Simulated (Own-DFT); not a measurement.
# Computed records: SiC (4H silicon carbide, atoms displaced)

Computed with Own-DFT development build. A calculation, not a measurement: plane-wave PBE density functional theory by an unreviewed code, no spin, of a simulated periodic cell, stress positive in tension, free energy of the whole cell less one offset for each atom, forces on such cells passed a denser k mesh, this cell's mesh not checked; offsets are fitted by least squares, one for each functional and potential file, so energies compare only between cells with the same atoms and settings and are not formation energies; the far tail of each file's local potential was reset to the Coulomb form; each entry is a single point on an unrelaxed cell, so the pressure reflects the starting lattice, mostly measured values (interpolated for alloys), from which strain is counted, and rises with the displacements; printed positions are rounded, which can move forces by about a meV/angstrom; the program, named Own-DFT, is a retired in-house code; no spin-orbit coupling.

Common to all runs: functional PBE; potential files PseudoDojo norm-conserving, scalar-relativistic, standard set; wave cutoff 42 hartree; occupations Fermi-Dirac; smearing width 0.1 eV; hardware one NVIDIA H200; k mesh 3 x 3 x 3 centred on Gamma.

(1) 
```cif
# cell vector a (Å): 12.3308 0.0000 0.0000
# cell vector b (Å): -6.1654 10.6788 0.0000
# cell vector c (Å): 0.0000 0.0000 10.0681
data_SiC
_symmetry_space_group_name_H-M 'P 1'
_symmetry_Int_Tables_number 1
_cell_length_a 12.3308
_cell_length_b 12.3308
_cell_length_c 10.0681
_cell_angle_alpha 90.000
_cell_angle_beta 90.000
_cell_angle_gamma 120.000
_cell_volume 1325.75
loop_
_atom_site_label
_atom_site_type_symbol
_atom_site_fract_x
_atom_site_fract_y
_atom_site_fract_z
_atom_site_occupancy
Si1 Si 0.00884 0.99791 0.39422 1
Si2 Si 0.08141 0.16701 0.15357 1
C1 C 0.00451 0.00267 0.09647 1
C2 C 0.07433 0.16011 0.34827 1
Si3 Si 0.00560 0.25202 0.40995 1
Si4 Si 0.08796 0.42146 0.14912 1
C3 C 0.00033 0.25163 0.08912 1
C4 C 0.08776 0.42156 0.35035 1
Si5 Si 0.99329 0.49757 0.39766 1
Si6 Si 0.07576 0.65964 0.15859 1
C5 C 0.98940 0.49684 0.09191 1
C6 C 0.08152 0.66391 0.34492 1
Si7 Si 0.00134 0.75327 0.40136 1
Si8 Si 0.08381 0.91446 0.15717 1
C7 C 0.99335 0.74689 0.10441 1
C8 C 0.09007 0.92153 0.33697 1
Si9 Si 0.26666 0.00778 0.41350 1
Si10 Si 0.33174 0.16639 0.15267 1
C9 C 0.24486 0.99270 0.09703 1
C10 C 0.32270 0.16164 0.34533 1
Si11 Si 0.25377 0.25520 0.40704 1
Si12 Si 0.33784 0.42845 0.15557 1
C11 C 0.24412 0.24066 0.09931 1
C12 C 0.33602 0.41835 0.35165 1
Si13 Si 0.24562 0.50294 0.40477 1
Si14 Si 0.32196 0.65657 0.15376 1
C13 C 0.24036 0.49440 0.09146 1
C14 C 0.33556 0.66600 0.34232 1
Si15 Si 0.24057 0.75373 0.40217 1
Si16 Si 0.32441 0.91696 0.15282 1
C15 C 0.24766 0.75481 0.09476 1
C16 C 0.33476 0.91622 0.33655 1
Si17 Si 0.49769 0.98911 0.40969 1
Si18 Si 0.58519 0.16728 0.15880 1
C17 C 0.49960 0.99986 0.09325 1
C18 C 0.57551 0.14886 0.33966 1
Si19 Si 0.50788 0.25824 0.40847 1
Si20 Si 0.58558 0.41002 0.16250 1
C19 C 0.50981 0.24878 0.09589 1
C20 C 0.58104 0.41737 0.34159 1
Si21 Si 0.50574 0.50129 0.40110 1
Si22 Si 0.58021 0.65305 0.15414 1
C21 C 0.49376 0.49910 0.08617 1
C22 C 0.58964 0.66978 0.33704 1
Si23 Si 0.50102 0.74981 0.40317 1
Si24 Si 0.57692 0.91756 0.15988 1
C23 C 0.49813 0.74812 0.09620 1
C24 C 0.57941 0.91622 0.35046 1
Si25 Si 0.74376 0.01030 0.39759 1
Si26 Si 0.83239 0.16107 0.15674 1
C25 C 0.75484 0.00613 0.09394 1
C26 C 0.83983 0.17215 0.33977 1
Si27 Si 0.75004 0.25408 0.40597 1
Si28 Si 0.83165 0.41683 0.15602 1
C27 C 0.75144 0.25304 0.09768 1
C28 C 0.82285 0.41124 0.33882 1
Si29 Si 0.74261 0.49051 0.40280 1
Si30 Si 0.83062 0.66862 0.15189 1
C29 C 0.75823 0.50593 0.09861 1
C30 C 0.82557 0.66605 0.34748 1
Si31 Si 0.75188 0.75757 0.40923 1
Si32 Si 0.82716 0.90670 0.15607 1
C31 C 0.75258 0.75158 0.08317 1
C32 C 0.83507 0.91964 0.34244 1
Si33 Si 0.00370 0.00290 0.91179 1
Si34 Si 0.91189 0.83994 0.64955 1
C33 C 0.99705 0.99403 0.58771 1
C34 C 0.91784 0.83027 0.84014 1
Si35 Si 0.00425 0.74621 0.90820 1
Si36 Si 0.91920 0.58307 0.66586 1
C35 C 0.99064 0.75161 0.59100 1
C36 C 0.91625 0.58521 0.84705 1
Si37 Si 0.99478 0.50146 0.89879 1
Si38 Si 0.90904 0.32699 0.65543 1
C37 C 0.99228 0.50391 0.59394 1
C38 C 0.92018 0.33611 0.83937 1
Si39 Si 0.01383 0.26261 0.90578 1
Si40 Si 0.91239 0.08297 0.65244 1
C39 C 0.99678 0.25689 0.60351 1
C40 C 0.92358 0.08345 0.83690 1
Si41 Si 0.75645 0.00994 0.90493 1
Si42 Si 0.67473 0.83478 0.65994 1
C41 C 0.75047 0.99924 0.59691 1
C42 C 0.66645 0.83772 0.85526 1
Si43 Si 0.75507 0.75093 0.91542 1
Si44 Si 0.67450 0.58677 0.64408 1
C43 C 0.75818 0.75582 0.58939 1
C44 C 0.65792 0.57422 0.83750 1
Si45 Si 0.75235 0.50095 0.90090 1
Si46 Si 0.67760 0.34514 0.66406 1
C45 C 0.75838 0.51040 0.59256 1
C46 C 0.66849 0.33463 0.84575 1
Si47 Si 0.74628 0.24661 0.90843 1
Si48 Si 0.67101 0.08760 0.65573 1
C47 C 0.75389 0.25032 0.58313 1
C48 C 0.65941 0.07742 0.84451 1
Si49 Si 0.49857 0.00124 0.90778 1
Si50 Si 0.42415 0.83189 0.65974 1
C49 C 0.50370 0.00496 0.60156 1
C50 C 0.41912 0.83876 0.84916 1
Si51 Si 0.49391 0.75025 0.89801 1
Si52 Si 0.41915 0.57985 0.66092 1
C51 C 0.49398 0.74683 0.59772 1
C52 C 0.41691 0.58734 0.84165 1
Si53 Si 0.50584 0.50759 0.90616 1
Si54 Si 0.42958 0.34034 0.65473 1
C53 C 0.48872 0.48874 0.59425 1
C54 C 0.41393 0.33544 0.83619 1
Si55 Si 0.50476 0.25731 0.90307 1
Si56 Si 0.41422 0.08246 0.66270 1
C55 C 0.49106 0.24978 0.58260 1
C56 C 0.42611 0.09119 0.84852 1
Si57 Si 0.24980 0.99375 0.89841 1
Si58 Si 0.16549 0.83269 0.65674 1
C57 C 0.25026 0.99928 0.58811 1
C58 C 0.15546 0.82550 0.84644 1
Si59 Si 0.24341 0.74662 0.90280 1
Si60 Si 0.16876 0.58489 0.66024 1
C59 C 0.25856 0.75073 0.59266 1
C60 C 0.15708 0.56573 0.83751 1
Si61 Si 0.25427 0.49969 0.90732 1
Si62 Si 0.16221 0.32728 0.66678 1
C61 C 0.25009 0.50145 0.59343 1
C62 C 0.16730 0.33407 0.84354 1
Si63 Si 0.25182 0.25549 0.91543 1
Si64 Si 0.15334 0.07954 0.64854 1
C63 C 0.24550 0.24652 0.59801 1
C64 C 0.16308 0.08062 0.85150 1
_calc_free_energy_of_cell_above_offsets '-7.926'  # eV
_calc_pressure 5.52  # GPa
_calc_stress_xx -5.26  # GPa
_calc_stress_yy -5.17  # GPa
_calc_stress_zz -6.12  # GPa
_calc_stress_yz 0.31  # GPa
_calc_stress_xz 0.67  # GPa
_calc_stress_xy 0.18  # GPa
_calc_wall_time 533.7  # s
```

Force:
```tsv
element	x (eV/Å)	y (eV/Å)	z (eV/Å)
Si	-2.651	-0.119	1.681
Si	-0.576	-0.422	1.477
C	-1.115	-1.409	-0.012
C	1.661	2.409	-1.172
Si	-0.999	-0.076	0.387
Si	-3.428	-2.497	2.002
C	0.235	0.335	0.701
C	-1.712	-1.363	-2.215
Si	0.286	0.2	2.378
Si	0.127	1.455	-0.525
C	2.556	0.66	-0.445
C	-1.295	-0.239	-0.613
Si	-1.173	-0.519	0.712
Si	-0.75	0.288	-0.613
C	1.516	0.463	-2.051
C	1.511	-1.258	1.535
Si	-1.934	-1.565	-2.611
Si	1.132	-1.179	1.332
C	-0.459	2.103	-2.348
C	2.293	2.34	-0.811
Si	-1.226	-1.712	0.78
Si	-0.524	-3.303	1.497
C	0.242	3.329	-0.798
C	-0.547	1.102	-2.17
Si	2.447	0.657	1.856
Si	1.031	3.252	0.591
C	2.602	1.505	-0.957
C	-1.577	0.293	-0.284
Si	3.407	-0.659	0.886
Si	3.025	0.002	0.553
C	-0.129	-2.655	-0.831
C	-0.3	-0.047	1.576
Si	-2.331	1.474	0.949
Si	1.087	-1.58	-0.403
C	-1.159	0.293	0.019
C	-0.091	3.514	1.657
Si	-1.037	-3.559	-2.101
Si	-0.41	1.343	-2.492
C	-3.001	0.604	-0.899
C	0.881	-0.492	0.567
Si	-2.315	0.689	1.578
Si	-1.033	4.088	-0.527
C	2.12	-1.226	1.08
C	-0.598	-0.757	1.537
Si	-0.164	-0.912	0.624
Si	1.356	-0.794	-0.951
C	-0.204	-0.917	-0.61
C	1.435	-0.797	-1.509
Si	3.262	-1.404	1.771
Si	-0.042	2.738	-0.369
C	-0.579	-2.523	-0.031
C	-1.074	0.656	1.07
Si	0.236	-2.502	-1.974
Si	-0.275	-0.717	-0.313
C	0.22	-1.02	-0.75
C	1.146	0.969	0.411
Si	0.54	3.417	0.695
Si	-0.011	-0.1	2.148
C	-2.054	-1.405	-1.613
C	1.163	-0.251	-1.022
Si	0.557	-0.422	-1.657
Si	0.287	2.989	0.086
C	-0.773	-1.898	4.276
C	-0.691	-0.056	-0.028
Si	-0.567	-1.548	-0.759
Si	3.194	-1.3	2.212
C	-1.649	1.943	-1.261
C	-0.279	0.447	0.935
Si	-4.131	0.492	1.377
Si	-1.18	2.224	-2.576
C	2.305	-0.048	0.389
C	-0.01	-0.269	-0.259
Si	1.125	-1.549	1.324
Si	0.23	3.009	0.196
C	2.394	-1.362	-0.684
C	-1.412	-1.031	1.109
Si	-2.774	-2.932	-0.265
Si	1.517	0.549	-0.007
C	2.032	-1.994	-1.941
C	-1.11	1.082	1.401
Si	0.381	-1.346	0.272
Si	-1.959	-0.291	0.587
C	-1.029	0.369	-1.519
C	1.023	-0.586	-1.649
Si	-0.903	0.075	-5.561
Si	-2.333	-0.085	1.865
C	-2.914	-1.565	0.52
C	2.437	2.494	0.064
Si	-1.285	0.204	1.737
Si	-0.855	-1.61	-2.534
C	0.194	-2.444	-0.29
C	0.581	0.197	-0.058
Si	1.237	0.123	0.137
Si	-0.448	-0.88	0.242
C	-1.756	0.216	2.552
C	1.064	2.126	-0.267
Si	0.625	-0.118	0.671
Si	-2.318	1.536	0.165
C	-0.083	-1.142	-1.13
C	-1.707	-1.365	-1.167
Si	1.752	1.035	2.76
Si	-1.899	0.098	-1.902
C	3.574	-0.323	-1.096
C	0.479	-0.831	1.107
Si	-1.518	-1.893	-1.385
Si	-3.107	-3.715	0.599
C	2.263	4.827	-2.102
C	0.988	0.439	2.541
Si	-0.998	-0.335	0.944
Si	0.307	0.732	-1.444
C	3.013	-0.058	3.166
C	-1.716	-1.138	-0.612
Si	-1.146	1.538	1.774
Si	-0.516	-0.62	-1.25
C	-0.298	-0.071	3.201
C	3.328	1.654	-1.562
Si	1.215	-0.421	0.604
Si	-0.379	-0.837	-2.694
C	-1.962	0.397	0.454
C	0.146	3.01	2.386
Si	-1.082	-0.233	-1.229
Si	0.379	1.587	-3.123
C	0.22	-0.884	0.766
C	2.051	1.076	1.795
Si	0.54	-1.882	-1.858
Si	2.808	0.788	1.884
C	0.321	0.734	-0.557
C	1.481	0.891	-1.696
```

(2) 
```cif
# cell vector a (Å): 12.3308 0.0000 0.0000
# cell vector b (Å): -6.1654 10.6788 0.0000
# cell vector c (Å): 0.0000 0.0000 10.0681
data_SiC
_symmetry_space_group_name_H-M 'P 1'
_symmetry_Int_Tables_number 1
_cell_length_a 12.3308
_cell_length_b 12.3308
_cell_length_c 10.0681
_cell_angle_alpha 90.000
_cell_angle_beta 90.000
_cell_angle_gamma 120.000
_cell_volume 1325.75
loop_
_atom_site_label
_atom_site_type_symbol
_atom_site_fract_x
_atom_site_fract_y
_atom_site_fract_z
_atom_site_occupancy
Si1 Si 0.00345 0.00381 0.41675 1
Si2 Si 0.08305 0.17029 0.16033 1
C1 C 0.00737 0.99730 0.09331 1
C2 C 0.07653 0.16480 0.34231 1
Si3 Si 0.99754 0.25551 0.40977 1
Si4 Si 0.08453 0.41196 0.16122 1
C3 C 0.99990 0.25184 0.09391 1
C4 C 0.07870 0.41182 0.34763 1
Si5 Si 0.00191 0.50272 0.40635 1
Si6 Si 0.07798 0.66684 0.15689 1
C5 C 0.99996 0.50042 0.09163 1
C6 C 0.08992 0.67672 0.35461 1
Si7 Si 0.00189 0.74269 0.40260 1
Si8 Si 0.08159 0.91371 0.15062 1
C7 C 0.00597 0.75349 0.09762 1
C8 C 0.09627 0.92097 0.32953 1
Si9 Si 0.25275 0.00203 0.41332 1
Si10 Si 0.33095 0.16450 0.15564 1
C9 C 0.24429 0.99378 0.09242 1
C10 C 0.33481 0.16656 0.34323 1
Si11 Si 0.24543 0.25052 0.40986 1
Si12 Si 0.33893 0.42700 0.15054 1
C11 C 0.24128 0.24510 0.09338 1
C12 C 0.33860 0.41904 0.34682 1
Si13 Si 0.25025 0.50178 0.40684 1
Si14 Si 0.32773 0.66104 0.14652 1
C13 C 0.25236 0.49620 0.09668 1
C14 C 0.33740 0.66268 0.34598 1
Si15 Si 0.25859 0.76254 0.40543 1
Si16 Si 0.34222 0.91513 0.15539 1
C15 C 0.25147 0.74226 0.08318 1
C16 C 0.32422 0.91429 0.34174 1
Si17 Si 0.48367 0.98119 0.40285 1
Si18 Si 0.57603 0.15824 0.15883 1
C17 C 0.50651 0.00972 0.09299 1
C18 C 0.58717 0.16861 0.34031 1
Si19 Si 0.49441 0.24573 0.39450 1
Si20 Si 0.58152 0.42459 0.15565 1
C19 C 0.49832 0.24549 0.09268 1
C20 C 0.59026 0.42243 0.34312 1
Si21 Si 0.50268 0.50538 0.40926 1
Si22 Si 0.58212 0.66204 0.15491 1
C21 C 0.50181 0.50189 0.08856 1
C22 C 0.58756 0.66455 0.34180 1
Si23 Si 0.50289 0.74898 0.40323 1
Si24 Si 0.58274 0.91228 0.15176 1
C23 C 0.50225 0.75121 0.10614 1
C24 C 0.57348 0.90813 0.34248 1
Si25 Si 0.76061 0.00450 0.40862 1
Si26 Si 0.83421 0.15923 0.16380 1
C25 C 0.75938 0.00899 0.10305 1
C26 C 0.83601 0.17313 0.34619 1
Si27 Si 0.74874 0.24819 0.39164 1
Si28 Si 0.83352 0.41067 0.15266 1
C27 C 0.74800 0.25007 0.09847 1
C28 C 0.82772 0.41144 0.34039 1
Si29 Si 0.75108 0.49786 0.40189 1
Si30 Si 0.83176 0.66939 0.16348 1
C29 C 0.74619 0.49300 0.09975 1
C30 C 0.83326 0.65906 0.34454 1
Si31 Si 0.75465 0.75258 0.41142 1
Si32 Si 0.83383 0.91320 0.15419 1
C31 C 0.74792 0.74201 0.09459 1
C32 C 0.82771 0.91283 0.34043 1
Si33 Si 0.99722 0.99079 0.90213 1
Si34 Si 0.90815 0.83204 0.64891 1
C33 C 0.99911 0.00068 0.59150 1
C34 C 0.90813 0.83310 0.84093 1
Si35 Si 0.00240 0.75000 0.90621 1
Si36 Si 0.90777 0.58280 0.65547 1
C35 C 0.99923 0.74509 0.58548 1
C36 C 0.90850 0.57314 0.85102 1
Si37 Si 0.99192 0.49697 0.90773 1
Si38 Si 0.91617 0.33519 0.65796 1
C37 C 0.99583 0.50170 0.59624 1
C38 C 0.91828 0.33441 0.84414 1
Si39 Si 0.00324 0.24709 0.90610 1
Si40 Si 0.91369 0.09005 0.65957 1
C39 C 0.98868 0.25128 0.59312 1
C40 C 0.92502 0.08668 0.84633 1
Si41 Si 0.75099 0.00096 0.90476 1
Si42 Si 0.66517 0.82138 0.65314 1
C41 C 0.74285 0.99344 0.60593 1
C42 C 0.65853 0.83331 0.84292 1
Si43 Si 0.75150 0.75377 0.90835 1
Si44 Si 0.67119 0.57594 0.66446 1
C43 C 0.74511 0.74835 0.59927 1
C44 C 0.66966 0.58095 0.84903 1
Si45 Si 0.75755 0.51169 0.90280 1
Si46 Si 0.66491 0.33943 0.64818 1
C45 C 0.75087 0.50582 0.58889 1
C46 C 0.67650 0.33625 0.84513 1
Si47 Si 0.74131 0.23725 0.90903 1
Si48 Si 0.65674 0.07655 0.65989 1
C47 C 0.75426 0.25197 0.59591 1
C48 C 0.66522 0.08062 0.85134 1
Si49 Si 0.49499 0.99852 0.89837 1
Si50 Si 0.41145 0.82510 0.65617 1
C49 C 0.50233 0.00155 0.59612 1
C50 C 0.40906 0.83282 0.84067 1
Si51 Si 0.49923 0.75110 0.90291 1
Si52 Si 0.41286 0.59012 0.65230 1
C51 C 0.49630 0.75299 0.60562 1
C52 C 0.41150 0.58619 0.84927 1
Si53 Si 0.49556 0.49835 0.90121 1
Si54 Si 0.41295 0.33784 0.66125 1
C53 C 0.49928 0.50601 0.59307 1
C54 C 0.41496 0.33526 0.84703 1
Si55 Si 0.49619 0.24359 0.90663 1
Si56 Si 0.42203 0.08428 0.65596 1
C55 C 0.50499 0.25483 0.60149 1
C56 C 0.40726 0.07769 0.83297 1
Si57 Si 0.25471 0.01260 0.90614 1
Si58 Si 0.17086 0.83326 0.65453 1
C57 C 0.24583 0.99419 0.59657 1
C58 C 0.16728 0.82219 0.84785 1
Si59 Si 0.25569 0.75709 0.91676 1
Si60 Si 0.16908 0.59141 0.65356 1
C59 C 0.26159 0.75310 0.58627 1
C60 C 0.16931 0.57871 0.84403 1
Si61 Si 0.25248 0.50414 0.90244 1
Si62 Si 0.17002 0.33626 0.64495 1
C61 C 0.25016 0.50327 0.58506 1
C62 C 0.15664 0.33171 0.84029 1
Si63 Si 0.24606 0.24839 0.91182 1
Si64 Si 0.17118 0.09559 0.65928 1
C63 C 0.25009 0.24401 0.58766 1
C64 C 0.16540 0.08042 0.84374 1
_calc_free_energy_of_cell_above_offsets '-7.678'  # eV
_calc_pressure 5.88  # GPa
_calc_stress_xx -5.99  # GPa
_calc_stress_yy -5.87  # GPa
_calc_stress_zz -5.78  # GPa
_calc_stress_yz 0.24  # GPa
_calc_stress_xz -0.08  # GPa
_calc_stress_xy -0.09  # GPa
_calc_wall_time 557.7  # s
```

Force:
```tsv
element	x (eV/Å)	y (eV/Å)	z (eV/Å)
Si	0.478	-1.188	-4.091
Si	-0.195	-1.464	-1.035
C	-2.907	0.564	-0.758
C	0.386	1.003	1.761
Si	0.531	-1.736	0.019
Si	-0.97	0.99	-0.91
C	0.365	-0.968	0.253
C	0.644	2.276	-0.501
Si	-0.861	-0.372	0.391
Si	2.084	-0.467	0.49
C	0.532	-0.139	1.31
C	2.456	-3.012	-2.745
Si	-2.606	3.069	0.177
Si	1.23	0.861	0.84
C	-2.08	-1.349	-1.326
C	-2.296	-0.851	3.709
Si	-1.317	-0.04	-1.458
Si	-0.194	-0.442	-0.284
C	2.01	1.208	-0.482
C	-1.68	-0.407	0.179
Si	1.143	-0.052	-2.762
Si	1.162	-3.146	1.881
C	1.681	1.726	0.791
C	-1.068	-0.347	-0.66
Si	0.32	-0.605	-1.452
Si	1.709	0.487	2.612
C	-2.021	0.73	-1.515
C	-1.921	1.31	-1.343
Si	0.611	-4.125	-0.232
Si	-2.394	-0.094	-0.942
C	-1.297	1.333	5.284
C	1.386	1.47	-0.696
Si	2.06	3.734	1.021
Si	0.885	4.262	0.106
C	0.206	-4.58	-1.581
C	-1.957	-2.386	0.658
Si	2.033	2.08	2.096
Si	2.261	-2.266	0.156
C	-1.131	0.593	0.344
C	-2.144	-1.265	0.166
Si	0.957	-1.251	-0.423
Si	-0.042	1.085	0.542
C	-1.001	0.079	-0.351
C	-0.225	0.936	0.75
Si	-0.125	-0.842	0.657
Si	0.082	2.222	1.447
C	-0.364	-1.449	-3.269
C	1.401	1.75	-0.065
Si	-2.784	-0.6	0.728
Si	-1.128	4.237	-0.644
C	-0.511	-4.604	-2.516
C	0.961	-2.027	-0.233
Si	-0.316	0.349	3.475
Si	-1.199	1.139	0.448
C	0.772	-2.37	-0.621
C	1.554	1.602	0.224
Si	-0.076	-0.381	0.052
Si	1.904	-2.084	-1.327
C	0.13	2.222	-1.369
C	-0.364	2.374	0.78
Si	-0.236	-1.427	-1.036
Si	0.587	0.472	0.056
C	-0.931	1.85	-0.393
C	1.766	0.628	1.163
Si	-0.109	2.233	1.15
Si	2.445	0.546	0.929
C	-0.382	0.839	2.325
C	2.292	-0.918	-0.632
Si	-0.405	-0.701	0.034
Si	2.497	0.17	0.565
C	-0.87	1.204	1.952
C	1.615	4.11	-2.467
Si	2.754	-0.457	-0.473
Si	-1.235	0.721	0.767
C	0.642	0.563	-0.427
C	-0.278	-1.687	0.765
Si	-2.536	1.187	0.557
Si	0.542	-1.434	-0.248
C	3.191	0.063	-0.365
C	-1.213	-1.576	-0.238
Si	0.647	0.076	0.782
Si	-3.375	2.922	1.858
C	0.961	0.398	-1.744
C	2.512	-0.034	0.476
Si	-1.427	-1.366	-0.105
Si	-3.186	1.521	-0.94
C	2.024	-1.98	-1.58
C	-2.166	1.317	-0.923
Si	-1.254	-4.979	3.601
Si	3.028	-1.042	2.077
C	0.278	-1.436	-0.394
C	-2.415	-0.366	-0.531
Si	0.949	4.022	0.38
Si	2.3	2.374	-0.261
C	-1.771	-0.862	-1.319
C	-0.8	-1.522	-1.489
Si	0.19	0.185	1.098
Si	0.156	3.499	1.08
C	-1.604	-2.196	-1.167
C	1.883	0.295	0.864
Si	-1.172	0.196	1.517
Si	1.033	-1.485	1.044
C	2.479	-0.694	-2.862
C	2.12	-0.192	-1.674
Si	0.642	1.016	0.537
Si	1.637	-0.243	-1.149
C	0.459	-0.361	1.509
C	-0.387	-1.176	-0.031
Si	1.108	1.76	-0.686
Si	-1.433	0.297	-1.62
C	-2.526	-0.992	-2.095
C	1.8	1.347	2.237
Si	0.194	-3.739	0.559
Si	-0.522	-1.288	0.886
C	0.315	2.248	-0.089
C	-2.153	2.508	-1.294
Si	-0.304	-2.734	-4.697
Si	-0.289	-1.797	0.69
C	-2.988	-0.376	0.507
C	-2.312	1.995	-0.274
Si	-1.142	-2.452	0.97
Si	-1.677	-0.575	1.761
C	-0.27	-0.331	1.785
C	3.827	1.098	-0.649
Si	-0.824	0.466	-1.244
Si	0.34	-4.619	0.051
C	-0.91	2.987	1.12
C	-0.874	1.138	-0.31
```
